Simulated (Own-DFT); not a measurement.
# Computed records: Hf36O71 (tetragonal hafnia with one neutral oxygen vacancy, atoms displaced)

Computed with Own-DFT development build. A calculation, not a measurement: plane-wave PBE and HSE06 DFT by an unreviewed code, no spin, of a simulated cell at Gamma alone, so results move with cell size and shape, stress positive in tension, energies less offsets, not probed for a lower state with spin; hafnium file: forces about 75 meV/angstrom off all-electron values; oxygen file: force components 24 meV/angstrom off all-electron in a glass; k mesh not checked against a denser one; forces and stress are PBE's, HSE06 gives the energy alone, and its difference from PBE has offsets of its own; offsets are fitted by least squares, one for each functional and potential file, so energies compare only between cells with the same atoms and settings and are not formation energies; the far tail of each file's local potential was reset to the Coulomb form; each entry is a single point on an unrelaxed cell, so the pressure reflects the starting lattice, taken from the Materials Project, from which strain is counted, and rises with the displacements; printed positions are rounded, which can move forces by about a meV/angstrom; the program is a retired in-house code; no spin-orbit coupling.

Settings shared by all entries: first functional PBE; second functional HSE06; exact exchange share 0.25; screening 0.11 1/bohr; exchange divergence Gygi-Baldereschi; potential files PseudoDojo norm-conserving, scalar-relativistic, made for PBE, standard set; wave cutoff 48 hartree; occupations fixed; k mesh 1 x 1 x 1 centred on Gamma.

(1) Hf36O71 (tetragonal hafnia with one neutral oxygen vacancy, atoms displaced)

```
Hf36O71
1.0
     10.7800     0.0000     0.0000
      0.0000    10.7800     0.0000
      0.0000     0.0000    10.4493
Hf O Hf O Hf O Hf O Hf O Hf O Hf O Hf O Hf O Hf O Hf O Hf O Hf O Hf O Hf O Hf O Hf O Hf O
2 4 2 4 2 4 2 4 2 4 2 4 2 4 2 4 2 4 2 4 2 4 2 4 2 4 2 4 2 4 2 4 2 4 2 3
Direct
  0.00993 0.99456 0.99006
  0.16280 0.17575 0.24760
  0.99749 0.17122 0.15477
  0.15764 0.00500 0.35008
  0.00099 0.16047 0.39433
  0.17322 0.00237 0.10178
  0.00455 0.00726 0.50604
  0.17107 0.17227 0.74359
  0.00720 0.17361 0.63055
  0.15737 0.01503 0.85249
  0.00737 0.16194 0.90300
  0.15818 0.01400 0.59122
  0.99546 0.33583 0.00460
  0.15673 0.49858 0.23589
  0.00831 0.51232 0.16378
  0.16795 0.33140 0.33913
  0.99730 0.49631 0.41183
  0.16942 0.32746 0.09086
  0.00823 0.33029 0.50800
  0.17417 0.48376 0.76845
  0.99497 0.49801 0.65114
  0.15611 0.32228 0.85304
  0.00033 0.49730 0.91677
  0.15876 0.32457 0.59988
  0.01660 0.66131 0.02028
  0.15190 0.84181 0.24214
  0.99904 0.83292 0.14906
  0.16245 0.66716 0.34255
  0.99750 0.83248 0.39808
  0.16519 0.67166 0.08322
  0.99273 0.65974 0.49810
  0.15741 0.81904 0.74900
  0.99912 0.83770 0.66610
  0.16134 0.65934 0.83696
  0.99573 0.83417 0.88896
  0.16500 0.67311 0.61695
  0.33983 0.00982 0.99413
  0.49200 0.17172 0.23523
  0.33903 0.17256 0.16585
  0.48427 0.99597 0.34911
  0.33137 0.16411 0.39821
  0.48888 0.99472 0.11885
  0.32490 0.00814 0.48919
  0.48293 0.16564 0.75764
  0.32967 0.17429 0.66503
  0.50164 0.99826 0.84670
  0.32545 0.15492 0.90151
  0.49569 0.99748 0.58915
  0.33187 0.32628 0.99471
  0.49124 0.48891 0.24605
  0.35061 0.49795 0.13921
  0.50323 0.33310 0.34355
  0.32954 0.51045 0.40099
  0.50511 0.33145 0.09492
  0.34191 0.33274 0.50335
  0.50160 0.50165 0.75706
  0.33799 0.49540 0.65407
  0.50637 0.33923 0.85608
  0.33546 0.49801 0.90808
  0.50155 0.32404 0.59303
  0.33601 0.66096 0.99412
  0.51673 0.84171 0.24089
  0.34532 0.82302 0.14889
  0.49469 0.67690 0.34763
  0.35562 0.83059 0.40671
  0.49285 0.66659 0.10172
  0.32776 0.66206 0.50452
  0.50271 0.84235 0.76267
  0.33195 0.82582 0.65548
  0.49239 0.66071 0.84344
  0.34265 0.84318 0.89472
  0.51280 0.66916 0.58832
  0.67212 0.99838 0.00516
  0.82853 0.17409 0.23448
  0.66878 0.16027 0.15899
  0.83327 0.00675 0.33821
  0.65093 0.16914 0.40607
  0.84402 0.00333 0.10826
  0.66506 0.99558 0.49449
  0.83606 0.16187 0.75331
  0.67013 0.15566 0.65640
  0.83695 0.01208 0.85528
  0.65196 0.18681 0.90136
  0.83271 0.00045 0.60159
  0.66526 0.33071 0.99735
  0.83255 0.50054 0.23822
  0.65660 0.49538 0.16290
  0.85129 0.33252 0.35117
  0.64076 0.49419 0.39820
  0.82042 0.33715 0.09333
  0.66332 0.34067 0.49044
  0.82748 0.49883 0.73483
  0.66856 0.50396 0.64600
  0.83630 0.32718 0.83515
  0.65319 0.49910 0.90820
  0.84962 0.32580 0.60056
  0.67311 0.65814 0.99920
  0.83462 0.83619 0.25194
  0.65779 0.83192 0.15138
  0.82801 0.68044 0.36201
  0.67798 0.83785 0.41777
  0.83801 0.67372 0.10383
  0.66522 0.66174 0.49754
  0.85210 0.83420 0.74239
  0.66567 0.82460 0.64722
  0.67169 0.82535 0.89729
  0.83372 0.66752 0.60072
```

| Property | Result |
| --- | --- |
| PBE energy of cell above offsets | -80.681 eV |
| HSE06 less PBE above offsets | 0.897 eV |
| PBE pressure | 7.75 GPa |
| PBE stress xx | -10.63 GPa |
| PBE stress yy | -5.48 GPa |
| PBE stress zz | -7.14 GPa |
| PBE stress yz | -0.11 GPa |
| PBE stress xz | -1.83 GPa |
| PBE stress xy | 0.42 GPa |

Force:
```csv
element,x (eV/Å),y (eV/Å),z (eV/Å)
Hf,-0.302,1.3,0.288
Hf,-1.153,-2.639,1.123
O,0.517,1.184,-1.498
O,0.842,-1.025,-0.964
O,0.632,1.212,0.328
O,-0.232,-0.208,-0.524
Hf,-2.739,0.572,-2.798
Hf,-4.777,-2.702,-0.025
O,-0.822,-1.537,3.089
O,0.707,-2.472,-0.809
O,-1.222,2.089,0.561
O,3.053,-0.641,1.905
Hf,-0.32,-3.555,-1.981
Hf,8.087,-0.023,6.004
O,-5.429,-0.36,-3.301
O,-0.024,2.293,0.381
O,0.322,1.184,-1.675
O,-0.55,0.947,0.478
Hf,-3.341,-1.034,-2.689
Hf,-1.341,2.646,-3.301
O,1.708,0.319,1.112
O,1.281,1.304,0.859
O,0.544,0.399,0.085
O,5.009,1.399,1.378
Hf,-8.415,1.2,-6.291
Hf,4.778,0.339,2.893
O,-0.554,-0.335,-1.437
O,-0.463,-0.376,-0.944
O,0.205,0.174,0.418
O,6.332,-0.342,3.55
Hf,1.285,0.474,0.02
Hf,4.115,1.482,-0.009
O,3.353,0.306,-5.061
O,0.329,-1.02,3.087
O,0.352,-1.069,2.102
O,-1.091,-0.75,-2.86
Hf,-0.96,-6.786,3.332
Hf,4.884,-1.986,5.303
O,-4.697,0.636,-4.243
O,1.519,1.949,-0.636
O,-0.125,2.863,0.577
O,1.787,2.172,-3.788
Hf,2.284,-4.938,0.036
Hf,5.914,0.146,-1.635
O,0.838,0.412,-2.489
O,0.511,3.106,2.322
O,1.16,4.812,-1.37
O,-0.878,0.783,1.539
Hf,1.683,1.253,1.505
Hf,1.51,4.147,2.574
O,-5.475,-0.605,-1.063
O,-1.671,-1.066,0.725
O,0.192,-3.432,-0.173
O,-1.529,-1.017,0.186
Hf,-0.962,0.908,-1.55
Hf,0.884,0.459,-1.809
O,-0.952,-0.712,0.601
O,-2.619,-1.041,-1.287
O,-1.467,-2.218,-1.763
O,0.001,0.192,0.847
Hf,3.026,3.862,1.759
Hf,-8.79,-2.227,5.657
O,-2.966,0.18,-0.114
O,1.593,-1.87,-0.961
O,-3.104,0.576,1.295
O,1.967,-0.556,-2.201
Hf,2.17,4.137,-0.419
Hf,-0.076,-3.296,-4.764
O,-0.307,0.418,0.865
O,-0.275,1.101,0.867
O,-1.025,-0.71,1.241
O,-3.501,-1.297,1.518
Hf,0.898,-0.187,-0.228
Hf,2.347,-1.489,4.404
O,-1.928,-0.341,-2.718
O,-0.767,-0.277,0.387
O,0.834,0.549,-0.44
O,-1.606,-0.618,-2.282
Hf,-0.669,2.744,2.242
Hf,-0.483,1.096,-3.525
O,-1.012,0.562,1.281
O,-0.974,-2.411,1.275
O,0.443,-5.233,-0.107
O,1.094,-0.583,-0.004
Hf,-1.337,2.084,-0.179
Hf,-2.114,-0.038,3.248
O,3.009,0.749,-1.292
O,-1.846,1.315,-1.996
O,2.007,1.189,0.16
O,3.184,0.89,1.286
Hf,1.52,-3.213,1.072
Hf,1.625,-0.201,1.226
O,-0.901,-1.117,0.086
O,0.067,1.953,2.048
O,1.059,-0.133,-0.748
O,-3.306,0.913,-0.671
Hf,-1.197,1.607,0.442
Hf,-0.41,1.461,1.625
O,7.045,0.53,-3.481
O,0.57,-3.164,-1.865
O,-0.095,-1.56,-3.255
O,-0.599,-1.365,-0.016
Hf,-0.833,1.727,-0.388
Hf,-7.924,-0.271,2.402
O,0.581,0.985,1.722
O,-0.205,0.977,1.59
O,0.705,-0.216,0.728
```

(2) Hf36O71 (tetragonal hafnia with one neutral oxygen vacancy, atoms displaced)

```
Hf36O71
1.0
     10.7800     0.0000     0.0000
      0.0000    10.7800     0.0000
      0.0000     0.0000    10.4493
Hf O Hf O Hf O Hf O Hf O Hf O Hf O Hf O Hf O Hf O Hf O Hf O Hf O Hf O Hf O Hf O Hf O Hf O
2 4 2 4 2 4 2 4 2 4 2 3 2 4 2 4 2 4 2 4 2 4 2 4 2 4 2 4 2 4 2 4 2 4 2 4
Direct
  0.99914 0.00351 0.99513
  0.16842 0.17274 0.25007
  0.00698 0.17320 0.15829
  0.16867 0.00016 0.35066
  0.00012 0.17343 0.40131
  0.16546 0.00330 0.10291
  0.00753 0.00117 0.50028
  0.16329 0.17118 0.74671
  0.00177 0.17504 0.64751
  0.17300 0.00650 0.84202
  0.00488 0.16804 0.90512
  0.16316 0.00323 0.60023
  0.99970 0.33547 0.00091
  0.17447 0.49968 0.24941
  0.99730 0.49082 0.16442
  0.16835 0.33369 0.34706
  0.99927 0.50532 0.39599
  0.17405 0.32832 0.09627
  0.99982 0.32996 0.50324
  0.16111 0.49347 0.74215
  0.00021 0.49376 0.65829
  0.16809 0.32776 0.85051
  0.99494 0.50425 0.90346
  0.17256 0.32873 0.60195
  0.99829 0.66890 0.00086
  0.16904 0.83165 0.24481
  0.99798 0.82677 0.15583
  0.17173 0.66562 0.33981
  0.99378 0.83725 0.39753
  0.16481 0.65937 0.09270
  0.99871 0.66885 0.50422
  0.16954 0.83525 0.74766
  0.16931 0.67314 0.84960
  0.00001 0.83473 0.90018
  0.16177 0.66314 0.60146
  0.32917 0.99929 0.00093
  0.49966 0.16363 0.24955
  0.33013 0.16508 0.15465
  0.50462 0.00015 0.34245
  0.33388 0.16752 0.41019
  0.49353 0.99451 0.10450
  0.34343 0.00305 0.50311
  0.49254 0.17007 0.74794
  0.34184 0.16804 0.65669
  0.50314 0.99358 0.85014
  0.33783 0.16418 0.89291
  0.49583 0.00003 0.59922
  0.34313 0.33540 0.00219
  0.50304 0.49533 0.24823
  0.32705 0.50058 0.15459
  0.50587 0.33523 0.34415
  0.32933 0.49705 0.39874
  0.49870 0.33340 0.09441
  0.33596 0.33564 0.49742
  0.50521 0.49994 0.75094
  0.33694 0.49546 0.65665
  0.50495 0.33730 0.85284
  0.34149 0.49132 0.90812
  0.50073 0.33314 0.59251
  0.34106 0.67391 0.01211
  0.50171 0.83049 0.25423
  0.33550 0.83265 0.15333
  0.49747 0.67184 0.34417
  0.32941 0.83147 0.40552
  0.50303 0.66568 0.10684
  0.33433 0.66676 0.48878
  0.49754 0.83199 0.75265
  0.34802 0.83163 0.65952
  0.49492 0.66442 0.85346
  0.32501 0.83125 0.90525
  0.50132 0.66808 0.59195
  0.66305 0.01011 0.00523
  0.82967 0.16419 0.25092
  0.66894 0.15837 0.15009
  0.82929 0.99880 0.35936
  0.66433 0.16464 0.40277
  0.82801 0.00183 0.08825
  0.67190 0.99349 0.50233
  0.82604 0.16799 0.75195
  0.66597 0.15865 0.65698
  0.83272 0.00120 0.84300
  0.66735 0.16587 0.90317
  0.83654 0.00784 0.60116
  0.65911 0.33160 0.00093
  0.83801 0.50640 0.25287
  0.67111 0.49480 0.15032
  0.83488 0.33444 0.34764
  0.66520 0.49909 0.40202
  0.82844 0.34297 0.09321
  0.65250 0.33865 0.49652
  0.83724 0.49748 0.75467
  0.66199 0.49836 0.65071
  0.82891 0.33518 0.84929
  0.66866 0.49737 0.89609
  0.82278 0.34133 0.59659
  0.66377 0.66427 0.99179
  0.83732 0.82963 0.25301
  0.66790 0.83396 0.15372
  0.84554 0.66816 0.34148
  0.66660 0.83170 0.40008
  0.83569 0.66680 0.10559
  0.66789 0.66069 0.49808
  0.82378 0.82973 0.75277
  0.66515 0.83862 0.64656
  0.83149 0.67172 0.85470
  0.66199 0.83510 0.89481
  0.84378 0.66212 0.59722
```

| Item | Value |
| --- | --- |
| PBE energy of cell above offsets | -97.057 eV |
| HSE06 less PBE above offsets | 0.027 eV |
| PBE pressure | 2.52 GPa |
| PBE stress xx | -3.16 GPa |
| PBE stress yy | -1.33 GPa |
| PBE stress zz | -3.06 GPa |
| PBE stress yz | 0.65 GPa |
| PBE stress xz | -0.85 GPa |
| PBE stress xy | 0.12 GPa |

Force:
```csv
element,x (eV/Å),y (eV/Å),z (eV/Å)
Hf,-0.041,-0.421,0.306
Hf,-0.563,-0.915,0.386
O,-2.179,-0.272,-0.753
O,-0.162,-0.137,-0.46
O,0.095,-1.031,0.233
O,-0.286,-0.782,-0.934
Hf,-1.315,0.146,-0.613
Hf,0.628,-0.341,0.449
O,-0.929,0.31,0.556
O,-0.428,-1.034,0.651
O,-0.49,0.013,-0.332
O,1.749,-0.561,0.059
Hf,0.284,0.025,1.116
Hf,-2.958,-0.457,0.302
O,1.607,-0.027,-1.816
O,0.338,0.36,0.78
O,0.293,-0.653,2.13
O,-0.735,0.47,-0.056
Hf,-1.293,0.666,-0.812
Hf,2.324,1.127,2.24
O,-0.433,-0.36,-1.033
O,-0.602,1.45,-0.458
O,0.13,-0.658,-0.131
O,-0.178,0.586,-0.665
Hf,0.34,0.576,-0.063
Hf,-0.889,1.038,0.977
O,0.936,0.52,-0.809
O,0.356,0.671,0.75
O,0.733,-0.596,1.268
O,0.353,0.45,0.549
Hf,1.078,0.403,-1.853
Hf,-0.442,-0.619,0.629
O,-0.355,-1.38,-0.987
O,0.142,0.462,0.042
O,1.164,0.396,-0.738
Hf,0.261,0.609,-0.696
Hf,0.019,-0.86,0.102
O,1.641,-0.009,-0.006
O,-0.73,-0.109,1.178
O,0.654,0.211,-0.685
O,0.474,0.878,-0.736
Hf,-2.039,-0.513,-0.491
Hf,2.075,-1.244,1.928
O,-2.572,-0.046,-1.71
O,-0.46,1.284,-0.145
O,0.578,0.436,1.538
O,1.585,0.173,-0.019
Hf,-3.103,-0.903,-1.677
Hf,0.324,1.582,-0.862
O,3.202,-0.05,-0.565
O,-0.539,-0.546,0.134
O,0.708,0.43,0.153
O,0.903,-0.058,2.199
Hf,-1.252,-0.135,0.753
Hf,-1.583,0.309,0.682
O,-0.339,0.07,-0.584
O,0.209,-0.947,-0.882
O,-0.233,1.849,0.112
O,-1.172,-0.184,1.232
Hf,-1.609,-1.392,-1.941
Hf,1.237,1.446,-1.386
O,-0.385,-0.624,-0.223
O,-0.158,-2.5,1.087
O,0.358,0.933,-0.109
O,0.381,-0.291,-0.568
Hf,-0.29,-0.244,1.636
Hf,2.277,0.399,1.025
O,-3.948,0.026,-1.551
O,0.486,0.082,-0.016
O,0.664,0.701,0.447
O,0.211,-0.48,-0.138
Hf,-1.017,-2.226,-0.872
Hf,1.334,0.778,1.243
O,-1.306,0.701,0.079
O,0.01,0.5,-1.585
O,-0.281,0.546,-0.008
O,2.041,0.194,1.039
Hf,0.493,1.078,0.175
Hf,0.479,-0.407,-0.914
O,-0.781,0.421,-0.228
O,0.186,-0.25,0.405
O,0.029,0.7,0.077
O,0.369,-0.648,-0.342
Hf,2.384,0.768,-0.72
Hf,0.15,-1.976,-0.603
O,-1.717,0.369,0.253
O,-0.312,-0.46,-0.45
O,-0.363,1.188,-0.708
O,0.412,-1.274,-0.246
Hf,3.754,-1.745,-0.217
Hf,-0.981,-0.253,-0.232
O,1.019,0.797,-0.278
O,0.598,-0.456,-0.222
O,-0.188,0.721,0.486
O,0.859,-0.218,0.026
Hf,0.937,0.946,1.058
Hf,-0.854,0.92,-0.432
O,-0.226,-0.056,-0.03
O,-1.156,0.186,1.916
O,-0.03,-1.058,0.37
O,-0.838,-0.261,-1.165
Hf,-0.221,1.196,0.671
Hf,1.105,1.599,-0.161
O,0.25,-0.595,0.1
O,-0.346,-0.994,-0.438
O,0.615,-0.788,0.998
O,-2.519,0.341,0.82
```

(3) Hf36O71 (tetragonal hafnia with one neutral oxygen vacancy, atoms displaced)

```
Hf36O71
1.0
     10.7800     0.0000     0.0000
      0.0000    10.7800     0.0000
      0.0000     0.0000    10.4493
Hf O Hf O Hf O Hf O Hf O Hf O Hf O Hf O Hf O Hf O Hf O Hf O Hf O Hf O Hf O Hf O Hf O Hf O
2 4 2 4 2 4 2 4 2 4 2 3 2 4 2 4 2 4 2 4 2 4 2 4 2 4 2 4 2 4 2 4 2 4 2 4
Direct
  0.99540 0.00535 0.00285
  0.15569 0.16752 0.24849
  0.99826 0.17193 0.15322
  0.17112 0.00049 0.35224
  0.99467 0.18200 0.41654
  0.16917 0.00314 0.09230
  0.99698 0.99759 0.50373
  0.16942 0.15558 0.73948
  0.00314 0.16989 0.65614
  0.16641 0.99135 0.84998
  0.99709 0.17103 0.90312
  0.16757 0.99370 0.58801
  0.00737 0.32056 0.00181
  0.15132 0.49924 0.25558
  0.00202 0.49715 0.14852
  0.16966 0.34981 0.33208
  0.00518 0.49907 0.40501
  0.17077 0.33386 0.09791
  0.00799 0.33160 0.49908
  0.16987 0.49106 0.76342
  0.00060 0.49290 0.65152
  0.16320 0.31882 0.86043
  0.99638 0.50493 0.90567
  0.16062 0.32492 0.59267
  0.00304 0.67604 0.99531
  0.16637 0.81797 0.23749
  0.99601 0.82762 0.16413
  0.17341 0.67172 0.36120
  0.01237 0.84649 0.38888
  0.16773 0.65941 0.10381
  0.00287 0.66149 0.49918
  0.17015 0.83128 0.75229
  0.00135 0.82712 0.65460
  0.99458 0.83631 0.90310
  0.16159 0.65878 0.60034
  0.33250 0.99521 0.01394
  0.50263 0.15772 0.24944
  0.31866 0.16538 0.16236
  0.50369 0.99956 0.36258
  0.30634 0.17818 0.40899
  0.49174 0.00395 0.11646
  0.31743 0.00298 0.49402
  0.50452 0.16834 0.75204
  0.31834 0.16149 0.64478
  0.50349 0.00642 0.84109
  0.33348 0.16734 0.88955
  0.51494 0.98890 0.59099
  0.34383 0.33108 0.98854
  0.49905 0.48663 0.25189
  0.33466 0.49725 0.16983
  0.49305 0.33557 0.35410
  0.33010 0.50350 0.39408
  0.49553 0.32587 0.09816
  0.32201 0.33429 0.50125
  0.49930 0.50377 0.74993
  0.32167 0.49514 0.65015
  0.50290 0.32358 0.85030
  0.33742 0.50090 0.90347
  0.50129 0.32339 0.59546
  0.33004 0.67396 0.00211
  0.50031 0.84045 0.24747
  0.32464 0.84673 0.16113
  0.51056 0.66259 0.34140
  0.33990 0.81591 0.40532
  0.50298 0.65736 0.09524
  0.34559 0.68520 0.49410
  0.50223 0.84771 0.75167
  0.33993 0.83152 0.65778
  0.48906 0.66572 0.85112
  0.32638 0.83399 0.91080
  0.50231 0.67421 0.60924
  0.66720 0.01068 0.00508
  0.83035 0.16360 0.24921
  0.65496 0.17370 0.14424
  0.82822 0.00164 0.35296
  0.67139 0.15886 0.39829
  0.83682 0.00327 0.10417
  0.65652 0.00413 0.50686
  0.82985 0.16314 0.76257
  0.66602 0.16367 0.65737
  0.83605 0.00610 0.84726
  0.66968 0.16713 0.90260
  0.83023 0.98723 0.61004
  0.67726 0.33474 0.98887
  0.82609 0.50273 0.25565
  0.66954 0.50349 0.15379
  0.83594 0.32609 0.35049
  0.66312 0.50364 0.40016
  0.84096 0.32984 0.07844
  0.67311 0.33203 0.49733
  0.83853 0.50582 0.75862
  0.67692 0.50488 0.66065
  0.83662 0.32154 0.85184
  0.67126 0.49058 0.90892
  0.81210 0.32948 0.59690
  0.66089 0.66057 0.99481
  0.82592 0.83561 0.24610
  0.66589 0.81968 0.15280
  0.83036 0.67264 0.34514
  0.66365 0.82627 0.41162
  0.82823 0.67925 0.09124
  0.67299 0.67281 0.50293
  0.82953 0.83128 0.75353
  0.66089 0.83524 0.65062
  0.83506 0.66208 0.85557
  0.66369 0.83178 0.90687
  0.81883 0.65814 0.59169
```

| Item | Value |
| --- | --- |
| PBE energy of cell above offsets | -86.822 eV |
| HSE06 less PBE above offsets | 0.535 eV |
| PBE pressure | 6 GPa |
| PBE stress xx | -5.57 GPa |
| PBE stress yy | -6.33 GPa |
| PBE stress zz | -6.09 GPa |
| PBE stress yz | 1.64 GPa |
| PBE stress xz | -0.62 GPa |
| PBE stress xy | -0.08 GPa |

Force:
```csv
element,x (eV/Å),y (eV/Å),z (eV/Å)
Hf,1.536,-0.131,-1.299
Hf,2.798,0.98,1.452
O,-0.989,-0.874,-0.299
O,0.514,-0.178,-1.09
O,0.602,-5.285,-2.885
O,-2.448,-0.132,0.541
Hf,-1.414,-0.396,-0.614
Hf,-1.379,0.808,2.885
O,-1.365,-0.728,0.04
O,-0.318,1.015,-0.752
O,-0.13,-3.657,-0.093
O,-1.802,-0.352,2.205
Hf,1.489,3.636,0.278
Hf,3.199,3.582,-1.898
O,-2.534,0.43,0.589
O,-0.824,-5.796,3.31
O,-0.812,0.541,-0.473
O,-0.036,-0.395,-0.451
Hf,-2.812,3.143,2.072
Hf,-0.707,0.787,-0.89
O,-0.433,0.214,0.761
O,0.342,1.424,-2.199
O,0.891,-0.479,-0.384
O,1.043,0.154,1.371
Hf,-1.348,-2.282,1.391
Hf,-3.049,0.257,3.933
O,0.489,0.34,-2.57
O,-1.522,-0.077,-1.307
O,-0.988,-1.21,2.229
O,-0.135,1.627,-0.759
Hf,0.841,1.38,0.509
Hf,-0.32,-1.51,-0.484
O,-0.531,0.184,0.116
O,0.086,0.718,0.03
O,0.675,0.994,0.672
Hf,-1.12,2.124,-1.829
Hf,-1.747,2.902,1.257
O,2.455,-0.828,-0.651
O,-1.049,0.079,-1.681
O,0.704,-2.388,-0.667
O,1.857,-0.489,-1.36
Hf,2.059,0.933,-1.264
Hf,-1.45,1.325,-1.958
O,3.722,-0.748,-0.681
O,0.138,-0.304,2.323
O,0.426,-1.372,1.265
O,-7.295,0.403,3.587
Hf,-1.797,-0.144,2.159
Hf,-1.213,1.969,0.222
O,-0.917,0.405,-2.246
O,0.44,-2.929,-0.487
O,0.601,-0.022,2.569
O,1.019,0.211,-0.22
Hf,2.805,3.171,-0.939
Hf,-0.299,0.316,-1.607
O,1.524,-0.773,1.495
O,0.102,2.027,-0.109
O,-0.73,-0.027,-0.257
O,-0.62,0.226,0.662
Hf,1.58,-3.058,0.381
Hf,1.032,-2.969,2.161
O,3.091,-0.382,-1.643
O,-1.027,1.434,-0.077
O,0.045,10.43,-5.159
O,-1.505,1.233,-0.414
Hf,-0.481,-11.2,5.088
Hf,0.762,-3.33,-0.947
O,-1.63,0.768,-0.219
O,0.872,0.48,-0.182
O,0.314,0.737,-0.257
O,0.21,-1.132,-0.643
Hf,-0.083,-1.332,-0.488
Hf,-0.956,0.617,1.247
O,2.29,-1.35,0.266
O,0.882,0.059,-0.854
O,-0.689,1.608,-0.638
O,-1.639,0.122,-0.38
Hf,5.906,-0.963,-2.184
Hf,0.88,1.463,-3.647
O,0.203,-0.812,-0.13
O,-0.356,-2.782,2.378
O,-0.207,-1.215,-0.339
O,0.841,0.364,-0.904
Hf,-0.767,-1.196,2.818
Hf,0.466,-0.005,-0.651
O,0.487,-0.839,-0.558
O,-0.734,1.373,-1.477
O,1.374,-1.148,0.543
O,-1.813,-0.292,2.591
Hf,-3.211,0.505,-1.425
Hf,0.424,-2.105,-1.313
O,-2.53,-0.391,0.767
O,-0.515,2.494,-0.774
O,-0.468,2.462,-1.938
O,4.852,-0.15,1.541
Hf,0.405,0.451,1.566
Hf,0.747,-0.9,1.449
O,-1.506,2.001,0.01
O,0.773,-0.645,0.073
O,0.117,3.208,-1.836
O,0.857,-0.481,0.123
Hf,-4.735,-1.884,-1.328
Hf,-0.083,0.778,-1.011
O,1.629,-0.495,1.61
O,-0.373,1.512,-0.985
O,0.171,1.478,-0.29
O,5.874,0.683,2.55
```
